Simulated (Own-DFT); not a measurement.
# Computed records: SiC (4H silicon carbide, atoms displaced)

All values are calculated (Own-DFT development build). A calculation, not a measurement: plane-wave PBE density functional theory by an unreviewed code, no spin, of a simulated periodic cell, stress positive in tension, free energy of the whole cell less one offset for each atom, forces on such cells passed a denser k mesh, this cell's mesh not checked; offsets are fitted by least squares, one for each functional and potential file, so energies compare only between cells with the same atoms and settings and are not formation energies; the far tail of each file's local potential was reset to the Coulomb form; each entry is a single point on an unrelaxed cell, so the pressure reflects the starting lattice, mostly measured values (interpolated for alloys), from which strain is counted, and rises with the displacements; printed positions are rounded, which can move forces by about a meV/angstrom; the program, named Own-DFT, is a retired in-house code; no spin-orbit coupling.

Settings shared by all entries: functional PBE; potential files PseudoDojo norm-conserving, scalar-relativistic, standard set; wave cutoff 42 hartree; occupations Fermi-Dirac; smearing width 0.1 eV; k mesh 4 x 4 x 3 centred on Gamma.

(1) 
```cif
# cell vector a (Å): 9.2481 0.0000 0.0000
# cell vector b (Å): -4.6241 8.0091 0.0000
# cell vector c (Å): 0.0000 0.0000 10.0681
data_SiC
_symmetry_space_group_name_H-M 'P 1'
_symmetry_Int_Tables_number 1
_cell_length_a 9.2481
_cell_length_b 9.2481
_cell_length_c 10.0681
_cell_angle_alpha 90.000
_cell_angle_beta 90.000
_cell_angle_gamma 120.000
_cell_volume 745.73
loop_
_atom_site_label
_atom_site_type_symbol
_atom_site_fract_x
_atom_site_fract_y
_atom_site_fract_z
_atom_site_occupancy
Si1 Si 0.99817 0.00387 0.39796 1
Si2 Si 0.11756 0.22674 0.16696 1
C1 C 0.00254 0.99642 0.09122 1
C2 C 0.11320 0.22582 0.33699 1
Si3 Si 0.00092 0.34316 0.40228 1
Si4 Si 0.10034 0.54919 0.16199 1
C3 C 0.00574 0.33725 0.09243 1
C4 C 0.10781 0.55654 0.32886 1
Si5 Si 0.00186 0.67320 0.40280 1
Si6 Si 0.10816 0.86859 0.16746 1
C5 C 0.99611 0.66464 0.09185 1
C6 C 0.10411 0.88719 0.34277 1
Si7 Si 0.32752 0.98770 0.40688 1
Si8 Si 0.43498 0.21717 0.14666 1
C7 C 0.32454 0.98241 0.10073 1
C8 C 0.43659 0.21565 0.35440 1
Si9 Si 0.34182 0.34179 0.41575 1
Si10 Si 0.45507 0.54689 0.16009 1
C9 C 0.32314 0.32305 0.09439 1
C10 C 0.44453 0.55414 0.35760 1
Si11 Si 0.33199 0.66567 0.38890 1
Si12 Si 0.44382 0.89474 0.15315 1
C11 C 0.34105 0.68456 0.09668 1
C12 C 0.44716 0.88846 0.32936 1
Si13 Si 0.66409 0.99101 0.40271 1
Si14 Si 0.78660 0.22874 0.15041 1
C13 C 0.67263 0.00745 0.09407 1
C14 C 0.77501 0.22845 0.35300 1
Si15 Si 0.66609 0.33041 0.40908 1
Si16 Si 0.77305 0.54135 0.14730 1
C15 C 0.66165 0.32954 0.09694 1
C16 C 0.78436 0.56085 0.34926 1
Si17 Si 0.67004 0.66156 0.40487 1
Si18 Si 0.79027 0.89032 0.15885 1
C17 C 0.66535 0.65281 0.09203 1
C18 C 0.78076 0.89834 0.35195 1
Si19 Si 0.01405 0.00150 0.89547 1
Si20 Si 0.89114 0.77863 0.65590 1
C19 C 0.99266 0.00315 0.60099 1
C20 C 0.88721 0.77799 0.83168 1
Si21 Si 0.00407 0.67351 0.90920 1
Si22 Si 0.90342 0.44226 0.66155 1
C21 C 0.99430 0.66238 0.59965 1
C22 C 0.88847 0.44241 0.85009 1
Si23 Si 0.00414 0.34315 0.91166 1
Si24 Si 0.89417 0.13314 0.65317 1
C23 C 0.99391 0.32679 0.59199 1
C24 C 0.89938 0.12477 0.84187 1
Si25 Si 0.66869 0.00504 0.90165 1
Si26 Si 0.55082 0.77255 0.65815 1
C25 C 0.67221 0.00323 0.59394 1
C26 C 0.55069 0.77683 0.84873 1
Si27 Si 0.67339 0.65880 0.89797 1
Si28 Si 0.55749 0.44861 0.65792 1
C27 C 0.65025 0.65759 0.58586 1
C28 C 0.56766 0.44336 0.85021 1
Si29 Si 0.68735 0.34028 0.91114 1
Si30 Si 0.55526 0.10865 0.65608 1
C29 C 0.67395 0.34863 0.59814 1
C30 C 0.56366 0.13297 0.84524 1
Si31 Si 0.32157 0.00569 0.90475 1
Si32 Si 0.22067 0.76960 0.65835 1
C31 C 0.31850 0.99758 0.59821 1
C32 C 0.21830 0.78323 0.84475 1
Si33 Si 0.33544 0.67779 0.90270 1
Si34 Si 0.22600 0.44881 0.65448 1
C33 C 0.33864 0.67159 0.59388 1
C34 C 0.23412 0.43548 0.84426 1
Si35 Si 0.33249 0.33091 0.89643 1
Si36 Si 0.21597 0.09617 0.64908 1
C35 C 0.33825 0.33193 0.59385 1
C36 C 0.21010 0.09662 0.83368 1
_calc_free_energy_of_cell_above_offsets '-2.372'  # eV
_calc_pressure 6.49  # GPa
_calc_stress_xx -7.09  # GPa
_calc_stress_yy -5.7  # GPa
_calc_stress_zz -6.7  # GPa
_calc_stress_yz 0.25  # GPa
_calc_stress_xz 1.09  # GPa
_calc_stress_xy 0.68  # GPa
```

Force:
```tsv
element	x (eV/Å)	y (eV/Å)	z (eV/Å)
Si	0.425	0.643	2.498
Si	-1.022	-1.58	-4.361
C	1.219	0.349	0.273
C	-0.269	0.795	4.398
Si	0.024	-1.713	0.126
Si	1.809	1.716	-5.477
C	0.207	-0.14	1.022
C	0.097	0.636	5.732
Si	0.033	-1.499	1.719
Si	-1.643	2.717	-2.871
C	0.186	-1.546	0.309
C	0.814	0.239	1.635
Si	-0.068	1.663	0.142
Si	0.819	-1.202	2.63
C	-2.094	3.006	-2.173
C	0.676	0.509	-1.738
Si	-0.272	-2.373	-1.372
Si	-2.822	0.784	-0.44
C	1.088	1.482	-1.376
C	0.752	0.464	-3.046
Si	-0.044	0.65	1.711
Si	2.879	0.183	-1.065
C	0.279	-4.058	-0.769
C	-0.557	-0.208	3.631
Si	-1.696	2.616	1.128
Si	-0.93	-1.252	1.921
C	0.377	-0.789	-0.311
C	1.958	-1.409	-2.147
Si	-1.449	1.117	0.945
Si	-0.311	2.372	2.529
C	0.859	-1.157	-0.938
C	-0.283	-1.55	-2.034
Si	-0.93	1.392	0.384
Si	-2.018	-0.617	-0.903
C	0.462	1.934	-0.218
C	1.269	-2.668	-2.226
Si	-5.451	-1.243	2.374
Si	-1.731	-0.307	-2.095
C	0.768	-0.052	-2.351
C	0.88	-0.009	3.092
Si	-0.73	-0.739	-1.051
Si	-3.962	0.664	-0.35
C	1.875	0.268	-1.497
C	2.865	2.731	-0.995
Si	2.084	-1.31	-0.998
Si	0.904	-6.175	2.155
C	1.968	5.335	-2.012
C	-0.395	-0.895	0.287
Si	0.4	0.44	0.734
Si	1.117	1.622	-0.039
C	-1.241	-0.858	-0.177
C	1.659	0.536	-1.282
Si	-2.246	1.612	1.731
Si	0.642	-0.865	0.391
C	1.831	1.741	1.874
C	-1.398	-0.906	-1.294
Si	-3.809	-1.053	0.189
Si	-0.848	1.721	-0.056
C	1.234	-2.224	-0.367
C	-0.149	-3.722	-0.143
Si	3.464	-0.628	1.046
Si	-1.376	1.319	-0.329
C	5.069	-2.55	-1.928
C	1.113	-0.435	-0.323
Si	0.425	-1.737	2.052
Si	0.778	-1.159	0.293
C	-1.557	-0.951	-1.43
C	-4.772	3.382	-1.095
Si	2.86	-1.415	2.089
Si	-3.304	3.191	0.77
C	-1.3	-0.579	1.601
C	2.513	3.742	-0.134
```

(2) 
```cif
# cell vector a (Å): 9.2481 0.0000 0.0000
# cell vector b (Å): -4.6241 8.0091 0.0000
# cell vector c (Å): 0.0000 0.0000 10.0681
data_SiC
_symmetry_space_group_name_H-M 'P 1'
_symmetry_Int_Tables_number 1
_cell_length_a 9.2481
_cell_length_b 9.2481
_cell_length_c 10.0681
_cell_angle_alpha 90.000
_cell_angle_beta 90.000
_cell_angle_gamma 120.000
_cell_volume 745.73
loop_
_atom_site_label
_atom_site_type_symbol
_atom_site_fract_x
_atom_site_fract_y
_atom_site_fract_z
_atom_site_occupancy
Si1 Si 0.00387 0.00799 0.40432 1
Si2 Si 0.10978 0.21066 0.15658 1
C1 C 0.01437 0.00430 0.09245 1
C2 C 0.11752 0.22517 0.34700 1
Si3 Si 0.99428 0.33004 0.40437 1
Si4 Si 0.11020 0.56109 0.15868 1
C3 C 0.99682 0.33405 0.09342 1
C4 C 0.11001 0.55903 0.35083 1
Si5 Si 0.99940 0.67603 0.38917 1
Si6 Si 0.09484 0.87753 0.16343 1
C5 C 0.99850 0.66086 0.09452 1
C6 C 0.11522 0.89720 0.34608 1
Si7 Si 0.33728 0.00417 0.40217 1
Si8 Si 0.42886 0.22235 0.15541 1
C7 C 0.34478 0.00855 0.09789 1
C8 C 0.44657 0.22597 0.34279 1
Si9 Si 0.34061 0.34145 0.39896 1
Si10 Si 0.44644 0.56257 0.16898 1
C9 C 0.33851 0.32833 0.08979 1
C10 C 0.44663 0.56291 0.34185 1
Si11 Si 0.32654 0.67142 0.40914 1
Si12 Si 0.45050 0.88496 0.15486 1
C11 C 0.33635 0.66805 0.08140 1
C12 C 0.46034 0.89651 0.34224 1
Si13 Si 0.67584 0.99753 0.39134 1
Si14 Si 0.77497 0.22466 0.15702 1
C13 C 0.67401 0.00100 0.08084 1
C14 C 0.77440 0.21533 0.34868 1
Si15 Si 0.67177 0.32441 0.41438 1
Si16 Si 0.76369 0.54899 0.16315 1
C15 C 0.66156 0.32007 0.09973 1
C16 C 0.77228 0.55866 0.34235 1
Si17 Si 0.65932 0.65724 0.40757 1
Si18 Si 0.77852 0.87452 0.15135 1
C17 C 0.65792 0.66353 0.10140 1
C18 C 0.77480 0.89371 0.34544 1
Si19 Si 0.00864 0.00367 0.91197 1
Si20 Si 0.89903 0.76944 0.64266 1
C19 C 0.00142 0.99895 0.59392 1
C20 C 0.89142 0.78669 0.84317 1
Si21 Si 0.00862 0.67895 0.90281 1
Si22 Si 0.88417 0.44338 0.66195 1
C21 C 0.01091 0.67504 0.58774 1
C22 C 0.89751 0.44031 0.84392 1
Si23 Si 0.00483 0.34306 0.90532 1
Si24 Si 0.89766 0.12554 0.64745 1
C23 C 0.01052 0.33622 0.59720 1
C24 C 0.88517 0.11383 0.85155 1
Si25 Si 0.67070 0.00157 0.90765 1
Si26 Si 0.55645 0.77958 0.65584 1
C25 C 0.67334 0.01059 0.58869 1
C26 C 0.57118 0.78330 0.85500 1
Si27 Si 0.67433 0.67785 0.91742 1
Si28 Si 0.55789 0.44594 0.65364 1
C27 C 0.68104 0.68118 0.57760 1
C28 C 0.55016 0.45006 0.84987 1
Si29 Si 0.66506 0.32753 0.90350 1
Si30 Si 0.57255 0.12742 0.66179 1
C29 C 0.67670 0.33198 0.59819 1
C30 C 0.55986 0.11398 0.83802 1
Si31 Si 0.32958 0.99615 0.90795 1
Si32 Si 0.21400 0.78538 0.65293 1
C31 C 0.34349 0.01169 0.59515 1
C32 C 0.22392 0.77627 0.85338 1
Si33 Si 0.34516 0.66331 0.90424 1
Si34 Si 0.21759 0.43604 0.65755 1
C33 C 0.34064 0.66562 0.59222 1
C34 C 0.21494 0.44012 0.83965 1
Si35 Si 0.34165 0.32899 0.89195 1
Si36 Si 0.21110 0.10437 0.65861 1
C35 C 0.32977 0.33126 0.58591 1
C36 C 0.21341 0.10883 0.84272 1
_calc_free_energy_of_cell_above_offsets '-3.287'  # eV
_calc_pressure 6.16  # GPa
_calc_stress_xx -6.49  # GPa
_calc_stress_yy -5.4  # GPa
_calc_stress_zz -6.59  # GPa
_calc_stress_yz -0.42  # GPa
_calc_stress_xz -0.72  # GPa
_calc_stress_xy -0.26  # GPa
```

Force:
```tsv
element	x (eV/Å)	y (eV/Å)	z (eV/Å)
Si	-0.396	-0.858	1.141
Si	-0.686	3.436	-0.071
C	-1.77	-2.674	0.646
C	-0.976	0.369	-1.201
Si	1.346	0.702	0.787
Si	1.708	-1.421	-0.713
C	0.985	0.277	0.904
C	-0.47	-0.282	-1.586
Si	0.221	-1.024	2.671
Si	3.175	1.483	-1.653
C	-2.194	0.657	0.199
C	-0.284	-0.453	-0.464
Si	0.859	0.478	0.946
Si	4.721	-1.037	0.959
C	-1.253	-2.455	-0.495
C	0.408	0.264	0.502
Si	-0.249	-0.909	1.26
Si	-1.275	-1.686	-4.191
C	-3.551	2.251	-0.665
C	-1.005	-0.506	2.159
Si	2.009	0.63	0.092
Si	-0.531	1.331	-1.071
C	-0.213	-0.628	3.734
C	-2.645	-1.599	-0.374
Si	-2.811	1.146	4.003
Si	1.75	-1.332	-0.317
C	-0.12	-0.495	4.386
C	0.671	1.439	-1.492
Si	-1.939	1.096	-1.557
Si	1.729	-1.05	-2.15
C	-2.266	2.258	-1.346
C	1.428	-1.25	1.219
Si	-0.196	2.358	-2.124
Si	-1.099	4.01	1.101
C	1.65	-0.826	-0.833
C	4.433	-2.449	-2.22
Si	-2.785	0.15	-1.574
Si	-3.528	2.658	2.083
C	-0.773	-0.171	-0.937
C	0.995	-1.316	-0.122
Si	-0.924	-2.126	1
Si	3.114	1.347	-0.702
C	-0.713	-2.979	-1.214
C	-3.62	2.37	-0.115
Si	0.918	-2.825	1.385
Si	-0.161	-3.561	2.59
C	-2.757	0.956	-2.147
C	2.079	0.758	-1.557
Si	-0.403	0.882	-1.919
Si	1.319	1.434	-0.012
C	0.217	-0.799	0.021
C	-2.069	-0.601	-2.61
Si	0.837	-1.701	-1.445
Si	-0.633	0.646	-0.052
C	-0.555	-2.05	4.474
C	3.732	1.105	-1.864
Si	0.206	1.233	1.535
Si	-0.69	-3.98	-1.693
C	-2.026	2.112	-0.869
C	-0.72	-0.935	2.078
Si	0.687	1.109	0.318
Si	4.346	0.714	1.289
C	-0.501	-0.658	-0.285
C	0.924	0.394	-2.161
Si	-1.374	0.023	-1.229
Si	1.564	2.274	-0.696
C	-1.824	0.003	0.972
C	2.495	0.779	0.657
Si	-3.801	-0.216	2.85
Si	1.877	1.299	-1.349
C	0.884	0.216	1.357
C	2.493	0.207	-0.243
```

(3) 
```cif
# cell vector a (Å): 9.2481 0.0000 0.0000
# cell vector b (Å): -4.6241 8.0091 0.0000
# cell vector c (Å): 0.0000 0.0000 10.0681
data_SiC
_symmetry_space_group_name_H-M 'P 1'
_symmetry_Int_Tables_number 1
_cell_length_a 9.2481
_cell_length_b 9.2481
_cell_length_c 10.0681
_cell_angle_alpha 90.000
_cell_angle_beta 90.000
_cell_angle_gamma 120.000
_cell_volume 745.73
loop_
_atom_site_label
_atom_site_type_symbol
_atom_site_fract_x
_atom_site_fract_y
_atom_site_fract_z
_atom_site_occupancy
Si1 Si 0.99338 0.00263 0.40124 1
Si2 Si 0.10330 0.20590 0.15741 1
C1 C 0.99744 0.98850 0.10478 1
C2 C 0.10652 0.21545 0.34311 1
Si3 Si 0.00726 0.34473 0.41254 1
Si4 Si 0.11692 0.55247 0.15231 1
C3 C 0.99502 0.32339 0.09659 1
C4 C 0.10889 0.55241 0.34601 1
Si5 Si 0.99849 0.66762 0.41168 1
Si6 Si 0.11725 0.89626 0.15343 1
C5 C 0.00054 0.67181 0.08976 1
C6 C 0.09695 0.87379 0.34984 1
Si7 Si 0.34562 0.01822 0.39878 1
Si8 Si 0.44456 0.21975 0.15623 1
C7 C 0.33221 0.00966 0.09212 1
C8 C 0.45383 0.22167 0.34638 1
Si9 Si 0.33287 0.32050 0.40260 1
Si10 Si 0.43595 0.56147 0.15215 1
C9 C 0.32446 0.33328 0.08844 1
C10 C 0.44650 0.56179 0.34208 1
Si11 Si 0.33081 0.66391 0.41089 1
Si12 Si 0.43630 0.87925 0.15043 1
C11 C 0.34483 0.68567 0.10226 1
C12 C 0.44680 0.88061 0.34677 1
Si13 Si 0.66204 0.00312 0.41274 1
Si14 Si 0.76939 0.22840 0.15293 1
C13 C 0.66472 0.00664 0.08932 1
C14 C 0.76651 0.21462 0.33481 1
Si15 Si 0.67444 0.33288 0.40352 1
Si16 Si 0.77545 0.55230 0.15379 1
C15 C 0.65848 0.32273 0.08602 1
C16 C 0.77838 0.56318 0.34617 1
Si17 Si 0.65372 0.65326 0.40333 1
Si18 Si 0.76628 0.89092 0.15984 1
C17 C 0.67037 0.66303 0.09556 1
C18 C 0.78054 0.89689 0.34744 1
Si19 Si 0.99681 0.98984 0.91187 1
Si20 Si 0.87529 0.77258 0.65983 1
C19 C 0.00373 0.01069 0.58977 1
C20 C 0.90092 0.79408 0.83911 1
Si21 Si 0.99717 0.67484 0.91438 1
Si22 Si 0.88337 0.44350 0.65850 1
C21 C 0.00039 0.68427 0.59708 1
C22 C 0.89713 0.43955 0.85061 1
Si23 Si 0.00049 0.32889 0.90668 1
Si24 Si 0.88522 0.10979 0.65964 1
C23 C 0.99938 0.34279 0.58792 1
C24 C 0.88774 0.10011 0.83861 1
Si25 Si 0.66649 0.99790 0.90889 1
Si26 Si 0.55008 0.77363 0.65811 1
C25 C 0.65781 0.98548 0.59718 1
C26 C 0.53772 0.77017 0.84163 1
Si27 Si 0.66658 0.66442 0.89893 1
Si28 Si 0.56326 0.44572 0.66703 1
C27 C 0.65664 0.66534 0.59029 1
C28 C 0.56018 0.44195 0.85150 1
Si29 Si 0.66997 0.33597 0.90968 1
Si30 Si 0.54691 0.09766 0.66972 1
C29 C 0.67062 0.34000 0.58770 1
C30 C 0.55660 0.11386 0.85548 1
Si31 Si 0.34038 0.99985 0.91727 1
Si32 Si 0.22021 0.78474 0.65890 1
C31 C 0.35118 0.00668 0.59262 1
C32 C 0.21669 0.77590 0.84655 1
Si33 Si 0.33732 0.65954 0.90464 1
Si34 Si 0.21094 0.45300 0.66120 1
C33 C 0.33036 0.67230 0.58506 1
C34 C 0.23681 0.44657 0.84902 1
Si35 Si 0.32610 0.33188 0.90732 1
Si36 Si 0.22581 0.10568 0.66045 1
C35 C 0.33664 0.34240 0.58638 1
C36 C 0.21201 0.10096 0.83696 1
_calc_free_energy_of_cell_above_offsets '-3.363'  # eV
_calc_pressure 5.97  # GPa
_calc_stress_xx -4.13  # GPa
_calc_stress_yy -6.2  # GPa
_calc_stress_zz -7.59  # GPa
_calc_stress_yz -0.22  # GPa
_calc_stress_xz -0.59  # GPa
_calc_stress_xy 0.18  # GPa
```

Force:
```tsv
element	x (eV/Å)	y (eV/Å)	z (eV/Å)
Si	1.592	-1.288	1.83
Si	-0.546	1.971	0.206
C	-2.036	0.756	-2.474
C	0.443	1.741	-0.126
Si	-0.183	-2.66	-2.852
Si	-1.605	0.196	0.953
C	0.149	0.839	-0.746
C	-0.183	1.23	-0.85
Si	0.057	-0.912	-0.048
Si	-0.123	-2.518	2.497
C	0.829	-0.875	2.047
C	1.421	4.398	-1.867
Si	0.027	-6.057	2.187
Si	-1.025	1.673	0.008
C	1.019	-1.738	1.723
C	-0.863	2.348	-2.236
Si	-1.429	2.192	0.582
Si	2.821	-1.022	1.215
C	0.672	-0.192	1.68
C	-1.193	-2.496	-0.8
Si	-0.047	0.156	-2.134
Si	0.386	7.133	3.561
C	-1.005	-6.948	-4.107
C	-1.78	1.463	-1.295
Si	1.007	-1.159	-1.109
Si	2.353	-1.563	0.252
C	0.095	-1.101	0.775
C	1.355	1.392	1.97
Si	-0.715	1.197	0.43
Si	0.444	0.36	0.92
C	-0.71	2.362	2.044
C	0.924	-2.069	-0.879
Si	0.826	3.061	0.602
Si	1.558	-0.653	0.465
C	-2.317	0.833	-1.313
C	-1.911	-1.716	-0.388
Si	-0.142	3.102	0.204
Si	0.389	2.678	-2.306
C	-0.064	-1.354	0.535
C	-1.467	-4.631	0.856
Si	1.371	-1.188	-2.742
Si	0.408	1.375	-0.1
C	0.767	-2.465	0.258
C	-2.257	1.298	-0.949
Si	0.954	-0.82	0.667
Si	0.709	-0.163	-2.154
C	-0.606	-1.228	2.996
C	-0.672	1.13	2.382
Si	-0.054	-0.016	-1.062
Si	-0.638	-0.877	-1.056
C	0.06	2.838	0.653
C	3.811	1.766	0.158
Si	-0.131	1.08	1.734
Si	-1.872	-0.501	-2.9
C	1.086	-0.562	1.52
C	-0.836	0.085	-0.742
Si	0.996	-0.472	-1.304
Si	1.974	2.373	-1.191
C	0.165	-1.442	1.958
C	0.464	-0.448	-1.094
Si	-1.924	-0.278	-3.253
Si	0.473	0.08	-0.739
C	-3.244	-0.946	-0.365
C	1.348	0.131	0.677
Si	-3.609	1.079	1.47
Si	3.075	-0.428	-1.731
C	-0.499	-0.556	3.857
C	-3.7	-0.343	-1.337
Si	2.877	-2.222	-0.584
Si	-1.059	1.366	-2.908
C	0.139	-1.004	2.442
C	1.403	1.228	3.428
```

(4) 
```cif
# cell vector a (Å): 9.2481 0.0000 0.0000
# cell vector b (Å): -4.6241 8.0091 0.0000
# cell vector c (Å): 0.0000 0.0000 10.0681
data_SiC
_symmetry_space_group_name_H-M 'P 1'
_symmetry_Int_Tables_number 1
_cell_length_a 9.2481
_cell_length_b 9.2481
_cell_length_c 10.0681
_cell_angle_alpha 90.000
_cell_angle_beta 90.000
_cell_angle_gamma 120.000
_cell_volume 745.73
loop_
_atom_site_label
_atom_site_type_symbol
_atom_site_fract_x
_atom_site_fract_y
_atom_site_fract_z
_atom_site_occupancy
Si1 Si 0.99177 0.99242 0.41296 1
Si2 Si 0.09823 0.23235 0.14728 1
C1 C 0.99663 0.99242 0.09366 1
C2 C 0.10851 0.20748 0.34186 1
Si3 Si 0.00626 0.33331 0.40686 1
Si4 Si 0.12204 0.55834 0.15064 1
C3 C 0.99955 0.33654 0.08831 1
C4 C 0.10436 0.54818 0.34336 1
Si5 Si 0.00140 0.66634 0.41235 1
Si6 Si 0.10931 0.88662 0.15189 1
C5 C 0.98719 0.67262 0.09817 1
C6 C 0.12414 0.89559 0.35261 1
Si7 Si 0.33371 0.99635 0.41166 1
Si8 Si 0.45407 0.24093 0.17354 1
C7 C 0.34206 0.00659 0.09137 1
C8 C 0.42673 0.20664 0.33607 1
Si9 Si 0.32802 0.33116 0.40051 1
Si10 Si 0.43947 0.56136 0.15149 1
C9 C 0.33468 0.33140 0.09625 1
C10 C 0.46125 0.56381 0.34737 1
Si11 Si 0.34761 0.68181 0.41423 1
Si12 Si 0.44381 0.89265 0.15685 1
C11 C 0.33494 0.66928 0.09884 1
C12 C 0.44127 0.88647 0.34128 1
Si13 Si 0.66707 0.99980 0.42429 1
Si14 Si 0.76423 0.21162 0.16639 1
C13 C 0.66461 0.00617 0.09395 1
C14 C 0.77043 0.21177 0.35346 1
Si15 Si 0.67118 0.33584 0.40196 1
Si16 Si 0.78268 0.55362 0.16474 1
C15 C 0.67703 0.33865 0.08781 1
C16 C 0.78464 0.56105 0.33583 1
Si17 Si 0.66960 0.67445 0.39958 1
Si18 Si 0.77910 0.87673 0.15851 1
C17 C 0.67729 0.68073 0.09821 1
C18 C 0.77217 0.88341 0.35184 1
Si19 Si 0.00091 0.99237 0.90123 1
Si20 Si 0.88815 0.77120 0.66033 1
C19 C 0.00324 0.01305 0.59670 1
C20 C 0.88657 0.77050 0.85361 1
Si21 Si 0.99962 0.65726 0.90075 1
Si22 Si 0.88991 0.45185 0.65394 1
C21 C 0.99138 0.65967 0.58994 1
C22 C 0.87146 0.42249 0.84705 1
Si23 Si 0.99057 0.32803 0.90676 1
Si24 Si 0.88763 0.10572 0.65560 1
C23 C 0.99535 0.32568 0.60399 1
C24 C 0.88694 0.11792 0.84591 1
Si25 Si 0.67025 0.99697 0.90448 1
Si26 Si 0.55622 0.77381 0.65852 1
C25 C 0.66350 0.99418 0.59470 1
C26 C 0.55269 0.76821 0.83639 1
Si27 Si 0.66078 0.66632 0.90383 1
Si28 Si 0.54974 0.44823 0.66081 1
C27 C 0.65445 0.65695 0.59659 1
C28 C 0.53588 0.42887 0.83903 1
Si29 Si 0.67296 0.33356 0.91708 1
Si30 Si 0.57044 0.11425 0.66671 1
C29 C 0.65343 0.32366 0.58922 1
C30 C 0.54948 0.10584 0.83911 1
Si31 Si 0.33110 0.99829 0.89983 1
Si32 Si 0.22287 0.78047 0.65505 1
C31 C 0.34316 0.01335 0.59115 1
C32 C 0.22211 0.77146 0.84151 1
Si33 Si 0.33681 0.67132 0.90531 1
Si34 Si 0.23466 0.45769 0.65663 1
C33 C 0.33576 0.66228 0.59308 1
C34 C 0.23292 0.44725 0.83526 1
Si35 Si 0.33057 0.34115 0.90980 1
Si36 Si 0.23094 0.11276 0.65850 1
C35 C 0.34308 0.34478 0.59731 1
C36 C 0.22046 0.10864 0.84060 1
_calc_stress_yy ?
_calc_stress_zz ?
```

Q: Give the missing stress yy for SiC (4H silicon carbide, atoms displaced) (entry 4).
A: -5.64 GPa

Q: Give the missing stress zz for SiC (4H silicon carbide, atoms displaced) (entry 4).
A: -9.39 GPa

Q: Give the table of force values for SiC (4H silicon carbide, atoms displaced) (entry 4).
A: 
Force:
```tsv
element	x (eV/Å)	y (eV/Å)	z (eV/Å)
Si	1.557	0.494	-0.895
Si	4.503	-3.375	2.007
C	-0.564	1.908	-0.524
C	-1.924	1.968	-0.437
Si	-0.315	-1.141	0.953
Si	-3.562	-0.235	1.712
C	-2.088	0.777	0.562
C	1.45	1.306	0.202
Si	0.468	0.402	-3.021
Si	1.169	1.867	1.484
C	4.239	-1.122	-2.037
C	-2.646	-2.242	-0.877
Si	0.535	0.68	-1.141
Si	0.309	-2.17	-6.81
C	-1.208	-0.217	-0.12
C	1.558	2.134	5.114
Si	0.921	0.637	1.382
Si	2.983	-0.66	1.737
C	-1.677	1.521	-0.257
C	-3.606	-1.765	-1.573
Si	-0.461	-3.115	-2.223
Si	0.132	0.463	-0.253
C	-0.175	1.159	-2.283
C	0.794	1.407	1.532
Si	-0.555	-0.906	-4.75
Si	1.195	1.53	-0.966
C	1.294	-2.244	-0.174
C	0.715	1.253	-0.887
Si	-1.479	-0.553	1.066
Si	-1.439	0.367	-3.564
C	-1.249	-0.208	4.918
C	-0.497	-0.63	4.024
Si	1.724	-2.42	2.397
Si	-1.369	4.967	1.044
C	-1.274	-5.552	-2.13
C	0.225	2.363	-1.002
Si	-0.935	1.101	1.298
Si	-1.74	1.062	-0.153
C	1.966	-2.777	0.111
C	0.033	-0.381	-2.518
Si	-1.075	-0.196	2.059
Si	-0.348	-4.011	0.511
C	1.025	1.884	1.747
C	1.639	3.985	-1.715
Si	1.786	1.116	-0.951
Si	-0.905	1.327	1.4
C	0.303	2.248	-1.76
C	1.522	-2.708	-0.708
Si	-1.429	0.148	0.555
Si	-0.265	0.024	-1.284
C	0.565	-0.084	3.086
C	-0.487	2.038	2.194
Si	1.432	-1.664	1.174
Si	1.946	-1.746	-1.137
C	2.146	2.312	-1.056
C	2.952	2.248	2.551
Si	-3.749	-1.798	-3.529
Si	-2.127	0.138	-3.065
C	1.24	2.226	0.665
C	1.319	0.302	2.945
Si	0.067	0.412	1.594
Si	0.423	0.143	-0.732
C	0.955	-2.111	1.532
C	-0.842	0.435	-0.031
Si	0.375	-1.4	0.127
Si	-0.836	-3.807	-0.683
C	-1.225	2.928	0.457
C	-2.884	0.709	2.792
Si	1.003	-2.405	-0.065
Si	-1.599	1.662	-0.817
C	-1.776	-2.174	-1.833
C	-0.158	0.167	1.03
```

Further results for SiC (4H silicon carbide, atoms displaced) (entry 4):

* free energy of cell above offsets: -2.275 eV
* pressure: 6.58 GPa
* stress xx: -4.7 GPa
* stress yz: 1.51 GPa
* stress xz: 0.29 GPa
* stress xy: -0.07 GPa
